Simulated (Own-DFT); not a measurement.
# Which defects push the lattice out? wurtzite GaN

The numbers are computed, not measured, by runs of the plane-wave DFT program Own-DFT (in-house, retired, unreviewed) at fixed positions, with no spin and no spin-orbit coupling.

Method: PBE; PseudoDojo norm-conserving scalar-relativistic files; cutoff 42 hartree; 4 x 4 x 3 k mesh centred on Gamma; Fermi-Dirac smearing of 0.1 eV.

Known weak points (not all hold for every row): not probed for a lower state with spin; forces not confirmed at this smearing and k mesh; stress not checked against mesh or cutoff.

All runs share one cell, with vectors in Å (9.567, 0.000, 0.000); (-4.784, 8.285, 0.000); (0.000, 0.000, 10.370) and a volume of 822.0 Å³. u is the rms random offset of the atoms per axis. The defect's site can differ from row to row.

| cell | formula | u (Å) | P (GPa) |
|---|---|---|---|
| no defect | Ga36N36 | 0.0202 | 5.95 |
| no defect | Ga36N36 | 0.0502 | 7.86 |
| no defect | Ga36N36 | 0.0514 | 7.46 |
| one N on a Ga site | Ga35N37 | 0.0317 | 5.71 |
| one N on a Ga site | Ga35N37 | 0.0459 | 6.44 |
| one N on a Ga site | Ga35N37 | 0.0497 | 6.84 |
| one Ga on an N site | Ga37N35 | 0.0284 | 11.96 |
| one Ga on an N site | Ga37N35 | 0.0309 | ? |
| one Ga on an N site | Ga37N35 | 0.0462 | 12.61 |
| one Ga on an N site | Ga37N35 | 0.0489 | 12.96 |

## Fit

P = P0 + c u² + a shift for each defect gives P0 = 5.75 GPa, c = 724 ± 80 GPa/Å² and a scatter of 0.19 GPa. The shifts, and each times the cell's volume:

- one Ga on an N site: 5.48 ± 0.16 GPa, 28.1 eV
- one N on a Ga site: -0.76 ± 0.16 GPa, -3.9 eV

A positive shift means that the defect pushes the cell outwards. Shift times volume (160.2 GPa Å³ is 1 eV) depends little on the cell's size, so, taken for each site, it can be compared between cells at like pressure. The atoms around the defects weren't relaxed, which would change these numbers.

## Check

The question: what pressure belongs in the blank (one Ga on an N site, u = 0.0309 Å)?

The fitted form gives 11.92 ± 0.23 GPa. DFT gave 12.00 GPa.
